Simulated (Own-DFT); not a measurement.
# Which defects push the lattice out? zincblende GaAs

Source: density functional calculations with Own-DFT, an unreviewed in-house program that is no longer used. Nothing was measured or relaxed, and spin and spin-orbit coupling are left out.

Settings: PBE; PseudoDojo norm-conserving scalar-relativistic files; cutoff 42 hartree; 3 x 3 x 3 k mesh centred on Gamma; Fermi-Dirac smearing of 0.1 eV.

Known weak points (not all hold for every row): not probed for a lower state with spin; forces not confirmed at this smearing and k mesh; stress not checked against mesh or cutoff.

All runs share one cell, with vectors in Å (11.737, 0.000, 0.000); (0.000, 11.737, 0.000); (0.000, 0.000, 10.919) and a volume of 1504.3 Å³, strained against the parent crystal. The atoms are randomly displaced, by u rms on each axis. The defect's site can differ from row to row.

```
cell,formula,u (Å),P (GPa)
no defect,As32Ga32,0.0292,0.76
no defect,As32Ga32,0.0295,0.74
no defect,As32Ga32,0.0509,1.06
one Al on a Ga site,AlAs32Ga31,0.0311,0.81
one Al on a Ga site,AlAs32Ga31,0.0495,0.95
one Al on a Ga site,AlAs32Ga31,0.0513,1.08
one P on an As site,As31Ga32P,0.0281,0.50
one P on an As site,As31Ga32P,0.0493,0.75
one P on an As site,As31Ga32P,0.0576,1.06
one In on a Ga site,As32Ga31In,0.0280,1.28
one In on a Ga site,As32Ga31In,0.0308,1.28
one In on a Ga site,As32Ga31In,0.0490,1.65
one As vacancy and one Ga vacancy,As31Ga31,0.0305,0.53
one As vacancy and one Ga vacancy,As31Ga31,0.0308,?
one As vacancy and one Ga vacancy,As31Ga31,0.0503,0.82
one As vacancy and one Ga vacancy,As31Ga31,0.0525,0.77
```

## Fit

P = P0 + c u² + a shift for each defect gives P0 = 0.59 GPa, c = 187 ± 18 GPa/Å² and a scatter of 0.06 GPa. The shifts, and each times the cell's volume:

- one In on a Ga site: 0.56 ± 0.05 GPa, 5.3 eV
- one Al on a Ga site: -0.02 ± 0.05 GPa, -0.2 eV (not resolved)
- one P on an As site: -0.22 ± 0.05 GPa, -2.1 eV
- one As vacancy and one Ga vacancy: -0.26 ± 0.05 GPa, -2.5 eV

A positive shift means that the defect pushes the cell outwards. Shift times volume (160.2 GPa Å³ is 1 eV) depends little on the cell's size, so, taken for each site, it can be compared between cells at like pressure. The atoms around the defects weren't relaxed, which would change these numbers.

## Test on the hidden row

Q: what pressure belongs in the blank (one As vacancy and one Ga vacancy, u = 0.0308 Å)?

The fitted form gives 0.50 ± 0.07 GPa. The hidden result is 0.50 GPa.
